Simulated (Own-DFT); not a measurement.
TiO2 (rutile, strained, atoms displaced) (calculated)

A calculation, not a measurement: plane-wave PBE density functional theory by an unreviewed code, no spin, of a simulated periodic cell, stress positive in tension, free energy of the whole cell less one offset for each atom, oxygen file: force components 24 meV/angstrom off all-electron in one glass; forces on such cells passed a denser k mesh, this cell's mesh not checked; offsets are fitted by least squares, one for each functional and potential file, so energies compare only between cells with the same atoms and settings and are not formation energies; the far tail of each file's local potential was reset to the Coulomb form; each entry is a single point on an unrelaxed cell, so the pressure reflects the starting lattice, mostly measured values (interpolated for alloys), from which strain is counted, and rises with the displacements; printed positions are rounded, which can move forces by about a meV/angstrom; the program, named Own-DFT, is a retired in-house code; no spin-orbit coupling; before rounding, a Quantum ESPRESSO 7.3.1 run of the same cell and cutoff gave forces within 1 meV/angstrom rms on each cell, which checks the program and not the settings. Program: Own-DFT development build.

Settings shared by all entries: functional PBE; potential files PseudoDojo norm-conserving, scalar-relativistic, standard set; wave cutoff 72 hartree; occupations Fermi-Dirac; smearing width 0.1 eV; k mesh 3 x 3 x 3 centred on Gamma.

```yaml
- entry: 1
  formula: TiO2
  kind: "rutile, strained, atoms displaced"
  structure:
    cell_angstrom:
      - [9.196, 0.0295, 0.1021]
      - [0.0295, 9.1971, 0.0608]
      - [0.0986, 0.0587, 8.7814]
    atoms_fractional:
      - [Ti, 0.9997, 0.0005, 0.99942]
      - [Ti, 0.25035, 0.2479, 0.17007]
      - [O, 0.15427, 0.14173, 0.00984]
      - [O, 0.3464, 0.3493, 0.01021]
      - [O, 0.39157, 0.09775, 0.17576]
      - [O, 0.10113, 0.39787, 0.17371]
      - [Ti, 0.99502, 0.99743, 0.33524]
      - [Ti, 0.26011, 0.25615, 0.50683]
      - [O, 0.15611, 0.14227, 0.33479]
      - [O, 0.33869, 0.33942, 0.33745]
      - [O, 0.396, 0.09059, 0.50414]
      - [O, 0.09708, 0.40098, 0.50461]
      - [Ti, 0.99286, 0.9958, 0.66744]
      - [Ti, 0.25458, 0.25262, 0.83966]
      - [O, 0.15955, 0.15908, 0.66905]
      - [O, 0.34553, 0.34533, 0.66572]
      - [O, 0.39922, 0.10302, 0.83584]
      - [O, 0.1062, 0.40713, 0.8385]
      - [Ti, 0.0078, 0.49664, 0.99368]
      - [Ti, 0.25204, 0.74768, 0.16895]
      - [O, 0.15285, 0.64539, 0.99486]
      - [O, 0.34393, 0.84235, 0.99691]
      - [O, 0.39481, 0.597, 0.1577]
      - [O, 0.10263, 0.90178, 0.16646]
      - [Ti, 0.99603, 0.51257, 0.33732]
      - [Ti, 0.24976, 0.7495, 0.49779]
      - [O, 0.15112, 0.65476, 0.34004]
      - [O, 0.34991, 0.84065, 0.33046]
      - [O, 0.3994, 0.60418, 0.50015]
      - [O, 0.0974, 0.90589, 0.4961]
      - [Ti, 0.9874, 0.50026, 0.67222]
      - [Ti, 0.25154, 0.75401, 0.83442]
      - [O, 0.15128, 0.64908, 0.65829]
      - [O, 0.35755, 0.85135, 0.66933]
      - [O, 0.406, 0.59434, 0.83046]
      - [O, 0.10383, 0.90478, 0.8187]
      - [Ti, 0.49829, 0.01226, 0.98982]
      - [Ti, 0.75127, 0.24323, 0.17399]
      - [O, 0.65585, 0.15022, 0.99586]
      - [O, 0.85179, 0.34735, 0.00103]
      - [O, 0.89789, 0.09809, 0.18073]
      - [O, 0.59957, 0.40059, 0.17269]
      - [Ti, 0.50402, 0.00581, 0.33024]
      - [Ti, 0.73724, 0.25676, 0.50074]
      - [O, 0.65302, 0.145, 0.33481]
      - [O, 0.83635, 0.3394, 0.33467]
      - [O, 0.89535, 0.0993, 0.49091]
      - [O, 0.58952, 0.40505, 0.49854]
      - [Ti, 0.50549, 0.00856, 0.67039]
      - [Ti, 0.75939, 0.25824, 0.83092]
      - [O, 0.65408, 0.15798, 0.68001]
      - [O, 0.8497, 0.35518, 0.67448]
      - [O, 0.90861, 0.09253, 0.83171]
      - [O, 0.58713, 0.4058, 0.82772]
      - [Ti, 0.51125, 0.49482, 0.00518]
      - [Ti, 0.74701, 0.75836, 0.17996]
      - [O, 0.64747, 0.66033, 0.00256]
      - [O, 0.84672, 0.84797, 0.99683]
      - [O, 0.91064, 0.60327, 0.15232]
      - [O, 0.58777, 0.90091, 0.16409]
      - [Ti, 0.506, 0.49977, 0.33739]
      - [Ti, 0.75587, 0.744, 0.50343]
      - [O, 0.65164, 0.65563, 0.33816]
      - [O, 0.83819, 0.85717, 0.33385]
      - [O, 0.90341, 0.60105, 0.50204]
      - [O, 0.58681, 0.90659, 0.48359]
      - [Ti, 0.49565, 0.49383, 0.67577]
      - [Ti, 0.752, 0.74805, 0.83065]
      - [O, 0.65632, 0.6582, 0.67608]
      - [O, 0.85216, 0.85086, 0.66843]
      - [O, 0.9019, 0.60414, 0.83762]
      - [O, 0.5929, 0.89447, 0.8316]
  results:
    "free_energy_of_cell_above_offsets [eV]": "-15.005"
    "pressure [GPa]": 9.89
    "stress_xx [GPa]": -8.53
    "stress_yy [GPa]": -8.68
    "stress_zz [GPa]": -12.47
    "stress_yz [GPa]": 2.18
    "stress_xz [GPa]": 2.2
    "stress_xy [GPa]": 1.17
    force_element: [Ti, Ti, O, O, O, O, Ti, Ti, O, O, O, O, Ti, Ti, O, O, O, O, Ti, Ti, O, O, O, O, Ti, Ti, O, O, O, O, Ti, Ti, O, O, O, O, Ti, Ti, O, O, O, O, Ti, Ti, O, O, O, O, Ti, Ti, O, O, O, O, Ti, Ti, O, O, O, O, Ti, Ti, O, O, O, O, Ti, Ti, O, O, O, O]
    "force_x [eV/angstrom]": [0.807, -1.47, -0.263, 0.789, 1.487, -1.358, 2.674, -2.348, -0.715, 2.371, 0.635, -1.271, 1.894, -1.757, -0.976, 1.585, 0.586, -0.323, 0.487, 0.154, 0.211, 0.473, 1.286, -1.06, 2.207, 0.44, -1.139, -0.231, 1.164, -0.165, 3.639, 0.238, -0.355, -0.603, -0.446, -0.501, 0.407, 0.666, -0.43, -0.718, -0.136, -0.106, -1.915, 1.328, 0.071, 0.772, -0.495, 1.112, -1.113, -0.063, -0.054, -0.909, -1.259, 2.409, -1.212, -0.008, -0.049, 0.318, -0.924, 0.847, -2.473, -1.495, 0.061, -0.087, -0.891, 1.955, -1.936, -0.474, -0.412, -0.942, 0.325, -0.32]
    "force_y [eV/angstrom]": [-0.857, -0.565, 0.614, 0.117, -0.613, 1.067, 1.108, -1.874, 0.292, 2.144, 0.728, 0.901, 0.904, -0.339, -0.565, 1.262, -0.224, -0.508, 0.524, 0.722, 0.482, 0.85, -1.097, -0.061, -1.538, 0.929, -0.905, 0.148, -1.298, -0.369, 0.713, -0.236, 0.036, -0.413, 0.233, -0.016, -1.407, -0.19, 0.14, -0.434, 0.166, 0.082, -0.969, -1.727, 1.265, 1.632, 0.574, -0.947, -1.998, -1.164, -0.012, -0.518, 1.62, -1.975, 1.741, 0.261, -1.126, 0.639, 0.168, -0.094, 1.183, 1.449, -0.782, -1.076, 0.303, -1.251, 2.336, 0.664, -0.908, -0.621, -0.844, 1.522]
    "force_z [eV/angstrom]": [0.781, 1.481, -1.242, -1.363, -1.588, 0.08, 0.532, -0.898, 0.215, -0.779, 0.336, -0.287, -1.439, -0.231, 1.123, 1.042, -0.37, -1.406, 2.651, -0.298, 0.076, -0.185, 0.771, -0.507, -2.295, 1.082, -0.422, -0.509, -0.398, 0.626, -0.544, -0.597, 0.809, -0.01, 0.154, 1.125, 2.327, -1.387, 0.211, -0.386, -2.015, -0.059, -0.038, -0.724, 0.688, 0.512, 1.387, 0.217, -2.251, 2.47, -0.726, -1.397, 0.366, 0.926, 0.424, -3.25, 0.209, 0.557, 2.149, -0.458, -0.543, 0.618, 0.398, 0.44, 0.24, 2.52, -0.626, 2.51, -1.75, -0.945, -0.427, 0.296]
- entry: 2
  formula: TiO2
  kind: "rutile, strained, atoms displaced"
  structure:
    cell_angstrom:
      - [9.0165, -0.022, -0.1251]
      - [-0.022, 9.0374, -0.0094]
      - [-0.1209, -0.0091, 8.7174]
    atoms_fractional:
      - [Ti, 0.99985, 0.99497, 0.99811]
      - [Ti, 0.24286, 0.25052, 0.16773]
      - [O, 0.15548, 0.15834, 0.00264]
      - [O, 0.35548, 0.34296, 0.99666]
      - [O, 0.40371, 0.10239, 0.16226]
      - [O, 0.09323, 0.3975, 0.16161]
      - [Ti, 0.01954, 0.99392, 0.33926]
      - [Ti, 0.24955, 0.24249, 0.49101]
      - [O, 0.15621, 0.14409, 0.3352]
      - [O, 0.34823, 0.3556, 0.33418]
      - [O, 0.39816, 0.09341, 0.50156]
      - [O, 0.09757, 0.41201, 0.50209]
      - [Ti, 0.00191, 0.99997, 0.66775]
      - [Ti, 0.2559, 0.24575, 0.82328]
      - [O, 0.15103, 0.14564, 0.66526]
      - [O, 0.34364, 0.35012, 0.66783]
      - [O, 0.40761, 0.09749, 0.83692]
      - [O, 0.09944, 0.39677, 0.83277]
      - [Ti, 0.00543, 0.50589, 0.99851]
      - [Ti, 0.24261, 0.7574, 0.15988]
      - [O, 0.14562, 0.65039, 0.00294]
      - [O, 0.34439, 0.85399, 0.00183]
      - [O, 0.39149, 0.60299, 0.15962]
      - [O, 0.09969, 0.90637, 0.17225]
      - [Ti, 0.99416, 0.50053, 0.3273]
      - [Ti, 0.24616, 0.74054, 0.50115]
      - [O, 0.14538, 0.65085, 0.33653]
      - [O, 0.34554, 0.84632, 0.34462]
      - [O, 0.40391, 0.5918, 0.50829]
      - [O, 0.10103, 0.88346, 0.50142]
      - [Ti, 0.00217, 0.50964, 0.65737]
      - [Ti, 0.25908, 0.74319, 0.82897]
      - [O, 0.15763, 0.64618, 0.67374]
      - [O, 0.34314, 0.85217, 0.66734]
      - [O, 0.40899, 0.60339, 0.83516]
      - [O, 0.09514, 0.89582, 0.83251]
      - [Ti, 0.50188, 0.00495, 0.00195]
      - [Ti, 0.74822, 0.24347, 0.17537]
      - [O, 0.65903, 0.15646, 0.9984]
      - [O, 0.85224, 0.34161, 0.00833]
      - [O, 0.90529, 0.10543, 0.16159]
      - [O, 0.59374, 0.39733, 0.16947]
      - [Ti, 0.50261, 0.993, 0.32886]
      - [Ti, 0.75604, 0.24614, 0.49574]
      - [O, 0.65181, 0.14455, 0.32833]
      - [O, 0.84093, 0.34475, 0.33642]
      - [O, 0.90942, 0.09439, 0.50303]
      - [O, 0.60458, 0.39501, 0.50058]
      - [Ti, 0.50266, 0.99223, 0.66266]
      - [Ti, 0.74518, 0.24819, 0.83968]
      - [O, 0.65441, 0.14268, 0.66806]
      - [O, 0.84734, 0.35039, 0.66886]
      - [O, 0.90745, 0.09258, 0.83665]
      - [O, 0.59595, 0.40316, 0.82909]
      - [Ti, 0.49489, 0.49982, 0.00538]
      - [Ti, 0.75265, 0.76107, 0.16508]
      - [O, 0.64499, 0.66206, 0.0115]
      - [O, 0.84632, 0.84494, 0.99353]
      - [O, 0.90362, 0.60245, 0.16296]
      - [O, 0.59693, 0.91431, 0.17007]
      - [Ti, 0.49868, 0.48939, 0.33876]
      - [Ti, 0.75609, 0.75362, 0.50227]
      - [O, 0.64479, 0.65184, 0.32749]
      - [O, 0.84542, 0.85723, 0.33588]
      - [O, 0.89429, 0.60154, 0.50752]
      - [O, 0.60188, 0.90862, 0.49933]
      - [Ti, 0.49255, 0.50432, 0.67117]
      - [Ti, 0.74739, 0.74463, 0.82071]
      - [O, 0.64913, 0.6581, 0.66725]
      - [O, 0.842, 0.84949, 0.6771]
      - [O, 0.89726, 0.59984, 0.84007]
      - [O, 0.60161, 0.89315, 0.83318]
  results:
    "free_energy_of_cell_above_offsets [eV]": "-13.457"
    "pressure [GPa]": 21.04
    "stress_xx [GPa]": -20.25
    "stress_yy [GPa]": -19.4
    "stress_zz [GPa]": -23.47
    "stress_yz [GPa]": 0.17
    "stress_xz [GPa]": -4.55
    "stress_xy [GPa]": -1.29
    force_element: [Ti, Ti, O, O, O, O, Ti, Ti, O, O, O, O, Ti, Ti, O, O, O, O, Ti, Ti, O, O, O, O, Ti, Ti, O, O, O, O, Ti, Ti, O, O, O, O, Ti, Ti, O, O, O, O, Ti, Ti, O, O, O, O, Ti, Ti, O, O, O, O, Ti, Ti, O, O, O, O, Ti, Ti, O, O, O, O, Ti, Ti, O, O, O, O]
    "force_x [eV/angstrom]": [-0.842, 0.959, -0.524, -0.509, -0.359, 0.304, -3.006, 1.268, 0.13, -1.691, -0.527, 0.427, -0.356, -0.684, 0.476, 0.245, -0.316, -0.135, -1.699, 1.901, 1.315, -0.174, 0.291, 0.224, 0.176, 1.402, -0.145, 0.112, -0.875, -1.391, -0.893, -0.361, -0.198, -0.09, -0.686, 0.733, -0.11, 0.853, -1.763, -0.242, 0.685, -0.078, -1.262, -0.573, -0.058, 1.604, -0.086, -0.93, 0.773, 1.203, 0.11, 0.219, -0.403, 0.424, 1.099, -0.589, -0.252, 0.995, -0.238, 1.165, 1.999, -1.309, 0.696, 0.501, 0.205, 0.286, 1.606, -0.172, -1.141, 1.144, 0.527, -1.391]
    "force_y [eV/angstrom]": [0.691, 0.201, -1.136, 0.255, 0.072, 0.082, -0.346, 0.952, 0.695, -1.571, 1.08, -1.14, -0.144, 0.779, 0.259, -0.056, 0.146, 0.586, -2.041, -1.078, 1.289, -0.275, -0.548, -0.533, 0.027, -0.116, -0.352, -0.116, 0.906, 1.464, -2.706, 1.853, 0.036, -0.636, 0.366, -0.388, 0.012, 0.373, -1.716, 0.709, -1.222, 0.312, 0.45, -0.021, 0.124, 1.409, 0.144, 0.598, 0.723, 1.507, 0.3, -0.254, 0.605, -0.218, -0.039, -1.248, -0.842, 1.1, 0.024, -1.485, 1.674, 0.128, 0.699, -0.065, 0.058, -0.866, -1.492, -0.242, -1.333, 0.761, -0.538, 1.314]
    "force_z [eV/angstrom]": [-0.379, -2.827, -0.247, 0.548, 0.598, 1.875, -0.212, 2.432, -0.595, 0.477, -0.348, -0.69, 1.393, 1.754, -0.878, -0.754, -0.742, 0.042, -1.841, 0.879, -0.501, 0.107, 0.517, -0.259, -0.478, -1.087, -0.628, -0.659, -1.37, 0.42, 2.765, 0.967, -0.273, 0.403, -0.121, 0.229, -1.205, -2.341, 0.317, -0.599, 0.843, 0.122, 0.775, 2.963, 1.118, 0.187, -0.907, 0.092, 1.095, -1.089, -0.229, -0.403, -0.692, 0.605, 1.04, -0.764, -0.444, 1.223, 0.877, -0.502, -0.527, -1.769, 0.764, 0.578, -1.477, 0.058, 0.084, 3.72, -1.996, -1.64, -0.813, 0.419]
- entry: 3
  formula: TiO2
  kind: "rutile, strained, atoms displaced"
  structure:
    cell_angstrom:
      - [9.0215, -0.1382, 0.1682]
      - [-0.1382, 9.2985, -0.0333]
      - [0.1625, -0.0322, 9.0428]
    atoms_fractional:
      - [Ti, 0.00296, 0.99785, 0.0084]
      - [Ti, 0.25959, 0.25157, 0.16666]
      - [O, 0.15602, 0.15621, 0.99749]
      - [O, 0.33772, 0.33955, 0.00185]
      - [O, 0.40632, 0.0963, 0.17054]
      - [O, 0.09494, 0.40788, 0.1722]
      - [Ti, 0.99377, 0.00258, 0.33865]
      - [Ti, 0.2485, 0.2472, 0.51051]
      - [O, 0.15102, 0.1429, 0.33732]
      - [O, 0.34653, 0.3443, 0.33558]
      - [O, 0.39765, 0.10065, 0.50728]
      - [O, 0.0995, 0.39494, 0.49873]
      - [Ti, 0.00472, 0.99878, 0.66687]
      - [Ti, 0.2609, 0.2486, 0.82372]
      - [O, 0.16014, 0.15224, 0.65815]
      - [O, 0.34812, 0.35107, 0.66409]
      - [O, 0.40156, 0.09988, 0.83439]
      - [O, 0.09571, 0.40553, 0.83517]
      - [Ti, 0.00222, 0.49731, 0.00367]
      - [Ti, 0.25546, 0.74703, 0.16414]
      - [O, 0.14802, 0.65933, 0.00731]
      - [O, 0.34735, 0.84397, 0.00205]
      - [O, 0.40475, 0.6051, 0.16495]
      - [O, 0.08547, 0.90484, 0.15841]
      - [Ti, 0.99295, 0.49678, 0.32875]
      - [Ti, 0.25506, 0.7397, 0.4947]
      - [O, 0.14552, 0.65682, 0.32971]
      - [O, 0.3517, 0.85626, 0.33518]
      - [O, 0.40097, 0.60335, 0.50384]
      - [O, 0.10568, 0.90669, 0.49667]
      - [Ti, 0.99763, 0.49986, 0.66884]
      - [Ti, 0.25435, 0.7425, 0.8367]
      - [O, 0.14948, 0.66089, 0.66601]
      - [O, 0.34821, 0.84274, 0.66618]
      - [O, 0.39948, 0.60126, 0.82918]
      - [O, 0.08512, 0.90054, 0.82921]
      - [Ti, 0.50182, 0.99858, 0.00856]
      - [Ti, 0.75071, 0.24775, 0.16678]
      - [O, 0.64886, 0.15607, 0.99851]
      - [O, 0.84444, 0.34643, 0.99739]
      - [O, 0.90374, 0.09964, 0.16931]
      - [O, 0.60762, 0.40378, 0.15309]
      - [Ti, 0.49798, 0.99841, 0.32688]
      - [Ti, 0.75372, 0.25507, 0.49975]
      - [O, 0.65578, 0.14683, 0.33012]
      - [O, 0.84495, 0.33876, 0.343]
      - [O, 0.90914, 0.09769, 0.49734]
      - [O, 0.59009, 0.39798, 0.49848]
      - [Ti, 0.50946, 0.00944, 0.66653]
      - [Ti, 0.76342, 0.25627, 0.8324]
      - [O, 0.65771, 0.15398, 0.66941]
      - [O, 0.84674, 0.33906, 0.67407]
      - [O, 0.90306, 0.10487, 0.83242]
      - [O, 0.59691, 0.40437, 0.82369]
      - [Ti, 0.48692, 0.49815, 0.00311]
      - [Ti, 0.75542, 0.7453, 0.16085]
      - [O, 0.65354, 0.64655, 0.99897]
      - [O, 0.85491, 0.84664, 0.99905]
      - [O, 0.91458, 0.60284, 0.16739]
      - [O, 0.59279, 0.90667, 0.17509]
      - [Ti, 0.49646, 0.50081, 0.33019]
      - [Ti, 0.75896, 0.74685, 0.49673]
      - [O, 0.64529, 0.6585, 0.33357]
      - [O, 0.84263, 0.85079, 0.32278]
      - [O, 0.90401, 0.60653, 0.50636]
      - [O, 0.5976, 0.89214, 0.50202]
      - [Ti, 0.5094, 0.50583, 0.67457]
      - [Ti, 0.75261, 0.7494, 0.8289]
      - [O, 0.6544, 0.65326, 0.66079]
      - [O, 0.83462, 0.85231, 0.66913]
      - [O, 0.88766, 0.60198, 0.82981]
      - [O, 0.59914, 0.91213, 0.84067]
  results:
    "free_energy_of_cell_above_offsets [eV]": "-15.316"
    "pressure [GPa]": 3.56
    "stress_xx [GPa]": -7.43
    "stress_yy [GPa]": -3.44
    "stress_zz [GPa]": 0.2
    "stress_yz [GPa]": 0.19
    "stress_xz [GPa]": 5.35
    "stress_xy [GPa]": -5.62
    force_element: [Ti, Ti, O, O, O, O, Ti, Ti, O, O, O, O, Ti, Ti, O, O, O, O, Ti, Ti, O, O, O, O, Ti, Ti, O, O, O, O, Ti, Ti, O, O, O, O, Ti, Ti, O, O, O, O, Ti, Ti, O, O, O, O, Ti, Ti, O, O, O, O, Ti, Ti, O, O, O, O, Ti, Ti, O, O, O, O, Ti, Ti, O, O, O, O]
    "force_x [eV/angstrom]": [0.577, -1.454, -0.416, 1.941, -1.007, 0.152, 1.364, 0.826, 0.729, 0.666, 1.066, -1.333, -0.021, -0.392, -1.395, -0.05, -0.391, -0.21, 0.152, -1.143, -0.145, 0.102, -0.071, 1.583, 1.163, -0.139, 0.426, -1.501, 0.389, -1.095, 1.161, -0.389, -0.85, -0.038, 0.19, 0.81, 1.051, -0.638, 0.053, 1.218, -0.7, -1.66, 0.265, -1.649, 0.211, 1.149, -1.253, 0.558, -0.45, -1.051, -0.404, 1.553, 0.034, -0.633, 2.206, -0.287, -0.555, -1.619, -1.447, 1.072, 0.715, -1.275, 0.253, -0.083, 0.473, -0.189, 0.177, -0.521, -0.416, 1.06, 1.586, -0.063]
    "force_y [eV/angstrom]": [0.813, -2.094, -0.299, 2.295, 1.017, -0.431, -0.003, 0.06, 1.135, 0.959, -0.376, 1.528, -0.979, -1.337, -0.77, 0.297, 0.366, 0.658, -0.361, 1.308, -0.907, 0.33, -0.968, -0.792, 0.495, 1.544, -0.278, -1.697, -0.981, -0.107, 0.554, 1.985, -1.388, 0.126, -0.803, 0.115, 0.177, -1.521, -0.089, 1.152, 0.794, 0.872, 0.485, -1.624, 0.85, 1.845, 0.683, 0.45, -1.395, -2.492, -0.198, 2.164, 0.022, 0.515, -0.065, 0.47, 0.31, -0.878, -0.244, -1.039, -0.381, 1.73, -0.967, -0.722, -1.347, 1.17, -0.841, 0.934, -0.331, 0.422, -1.336, -0.588]
    "force_z [eV/angstrom]": [-0.738, 1.517, 0.302, -0.706, -0.167, -0.648, -0.244, -2.806, -0.858, -1.126, -0.002, 0.227, 0.539, 1.066, 2.415, 0.404, 0.091, -0.266, -0.592, 0.856, -0.312, -0.255, 0.068, 0.55, 1.002, 1.174, 0.14, -0.549, -0.976, 0.431, -0.236, -2.264, 0.444, 0.722, 1.063, -0.246, -1.52, -0.52, 0.806, 0.674, -0.249, 0.717, 2.54, 0.838, 0.519, -1.568, 0.904, -0.442, -0.871, 1.545, -0.303, -2.438, -0.324, 0.811, -0.557, 0.01, 0.401, 0.105, 0.358, -1.74, 1.607, -0.398, -0.365, 0.362, -0.251, 0.14, -1.104, 0.501, 0.484, -0.627, 0.021, -0.091]
- entry: 4
  formula: TiO2
  kind: "rutile, strained, atoms displaced"
  structure:
    cell_angstrom:
      - [9.0121, 0.061, 0.1627]
      - [0.061, 9.2848, -0.104]
      - [0.1572, -0.1005, 8.9425]
    atoms_fractional:
      - [Ti, 0.00222, 0.00178, 0.01054]
      - [Ti, 0.24569, 0.25468, 0.16092]
      - [O, 0.16202, 0.15476, 0.00397]
      - [O, 0.33867, 0.35717, 0.99608]
      - [O, 0.40458, 0.09919, 0.16133]
      - [O, 0.08361, 0.40663, 0.16352]
      - [Ti, 0.00096, 0.99387, 0.32945]
      - [Ti, 0.25755, 0.24623, 0.50647]
      - [O, 0.15768, 0.14406, 0.33456]
      - [O, 0.34571, 0.33972, 0.33043]
      - [O, 0.4049, 0.1007, 0.49949]
      - [O, 0.10076, 0.40406, 0.50302]
      - [Ti, 0.00725, 0.00321, 0.67305]
      - [Ti, 0.25211, 0.2601, 0.81721]
      - [O, 0.13774, 0.15176, 0.65809]
      - [O, 0.34904, 0.33897, 0.67323]
      - [O, 0.40872, 0.10382, 0.82759]
      - [O, 0.09991, 0.39832, 0.82685]
      - [Ti, 0.99691, 0.49047, 0.99262]
      - [Ti, 0.25212, 0.75046, 0.1659]
      - [O, 0.15711, 0.653, 0.00555]
      - [O, 0.3514, 0.85768, 0.00019]
      - [O, 0.40105, 0.59835, 0.16616]
      - [O, 0.09471, 0.90452, 0.16666]
      - [Ti, 0.00664, 0.49457, 0.33951]
      - [Ti, 0.24298, 0.7412, 0.5057]
      - [O, 0.15709, 0.66019, 0.33784]
      - [O, 0.35296, 0.8464, 0.32993]
      - [O, 0.41215, 0.5882, 0.4943]
      - [O, 0.09567, 0.90204, 0.49749]
      - [Ti, 0.00069, 0.4942, 0.67843]
      - [Ti, 0.25322, 0.74541, 0.83385]
      - [O, 0.16006, 0.6582, 0.66658]
      - [O, 0.35721, 0.84104, 0.66348]
      - [O, 0.39127, 0.59298, 0.82764]
      - [O, 0.09557, 0.90092, 0.83459]
      - [Ti, 0.50382, 0.99656, 0.00092]
      - [Ti, 0.7492, 0.25034, 0.16472]
      - [O, 0.6507, 0.1498, 0.99372]
      - [O, 0.84799, 0.35702, 0.00203]
      - [O, 0.89766, 0.09813, 0.16353]
      - [O, 0.60382, 0.40392, 0.15405]
      - [Ti, 0.50279, 0.99964, 0.31945]
      - [Ti, 0.73864, 0.24891, 0.50705]
      - [O, 0.65503, 0.14573, 0.32892]
      - [O, 0.85234, 0.3415, 0.33001]
      - [O, 0.90093, 0.09721, 0.49869]
      - [O, 0.60199, 0.41354, 0.49998]
      - [Ti, 0.5081, 0.99399, 0.66742]
      - [Ti, 0.7382, 0.2632, 0.83731]
      - [O, 0.64939, 0.16095, 0.66683]
      - [O, 0.85263, 0.34821, 0.66343]
      - [O, 0.90091, 0.09511, 0.83845]
      - [O, 0.59719, 0.40705, 0.82357]
      - [Ti, 0.49605, 0.51016, 0.00091]
      - [Ti, 0.75192, 0.75799, 0.16385]
      - [O, 0.65161, 0.6598, 0.00287]
      - [O, 0.85045, 0.84708, 0.00234]
      - [O, 0.90153, 0.59595, 0.16594]
      - [O, 0.59041, 0.90782, 0.16524]
      - [Ti, 0.51389, 0.49966, 0.33766]
      - [Ti, 0.74573, 0.74702, 0.50491]
      - [O, 0.65333, 0.65716, 0.33081]
      - [O, 0.83849, 0.84858, 0.33301]
      - [O, 0.89968, 0.61023, 0.49908]
      - [O, 0.6036, 0.90525, 0.50197]
      - [Ti, 0.49919, 0.49916, 0.66476]
      - [Ti, 0.75182, 0.75045, 0.82909]
      - [O, 0.6565, 0.64849, 0.67675]
      - [O, 0.85556, 0.84813, 0.673]
      - [O, 0.89677, 0.59016, 0.83892]
      - [O, 0.59086, 0.90001, 0.83735]
  results:
    "free_energy_of_cell_above_offsets [eV]": "-15.260"
    "pressure [GPa]": 7.37
    "stress_xx [GPa]": -9.72
    "stress_yy [GPa]": -6.16
    "stress_zz [GPa]": -6.23
    "stress_yz [GPa]": -2.73
    "stress_xz [GPa]": 5.42
    "stress_xy [GPa]": 3.13
    force_element: [Ti, Ti, O, O, O, O, Ti, Ti, O, O, O, O, Ti, Ti, O, O, O, O, Ti, Ti, O, O, O, O, Ti, Ti, O, O, O, O, Ti, Ti, O, O, O, O, Ti, Ti, O, O, O, O, Ti, Ti, O, O, O, O, Ti, Ti, O, O, O, O, Ti, Ti, O, O, O, O, Ti, Ti, O, O, O, O, Ti, Ti, O, O, O, O]
    "force_x [eV/angstrom]": [0.163, 0.249, -1.143, 0.66, -0.156, 1.593, -0.243, -0.382, -0.448, 0.786, -0.085, -0.114, -1.509, 0.159, 2.014, 1.789, -0.712, -0.525, -0.222, 0.349, -0.13, -0.943, 0.377, 0.708, -1.25, 0.788, -0.674, 0.075, -1.56, 0.524, -0.914, -0.593, -1.545, -0.12, 0.991, 0.813, -1.344, 0.132, 0.828, -0.714, 0.111, -0.782, -1.958, 2.458, 0.054, -0.386, -0.737, 0.857, -1.387, 1.329, 0.034, -0.191, -0.224, -0.198, -0.004, 1.414, -0.913, -0.093, -0.225, 1.828, -0.303, 0.811, -0.883, 0.626, 0.861, 0.01, 0.145, 0.463, -0.875, -1.317, 0.453, 1.35]
    "force_y [eV/angstrom]": [0.488, -0.659, -0.657, 0.297, 0.426, -0.917, 1.212, -1.465, 0.489, 1.055, 0.047, 0.626, -0.578, -3.822, 1.702, 2.007, 0.148, 0.81, 1.867, 0.466, -0.01, -1.364, -0.328, -0.802, 0.396, 2.242, -1.118, 0.112, 1.002, -0.636, 0.17, 2.042, -1.589, 0.191, -0.474, -0.285, 1.284, -0.136, 1.216, -1.3, 0.038, 0.345, 0.749, -1.549, 1.126, 0.459, 0.325, -1.347, 0.019, -1.984, -0.097, 0.228, 0.718, 0.217, -0.205, -1.221, -0.663, 0.074, 0.625, -1.493, -0.033, 0.655, -0.852, 0.358, -1.324, -0.05, 1.232, 0.987, -0.172, -0.905, 0.305, -0.727]
    "force_z [eV/angstrom]": [-2.493, 0.74, -0.51, -0.385, 0.685, 0.059, 2.834, -3.98, -0.1, 0.451, 0.633, 0.108, 0.065, 4.7, 0.651, -2.155, 0.077, -0.289, 3.413, 0.525, -0.696, -0.155, 0.154, -0.589, -0.441, -1.558, -0.513, 0.097, 1.057, -0.197, -2.523, 0.73, 0.861, 0.24, 0.279, -0.112, -0.717, 1.371, -0.013, -0.829, 0.361, 0.113, 2.278, -1.554, 0.316, 0.164, 0.099, -0.152, 0.046, 0.124, 0.475, 0.242, 0.15, 0.458, 1.012, 0.354, -0.484, -0.282, -0.05, -1.174, -1.856, -0.979, 0.401, -0.081, 0.235, -0.35, 0.221, 0.68, -0.481, -0.002, -0.44, -1.315]
```
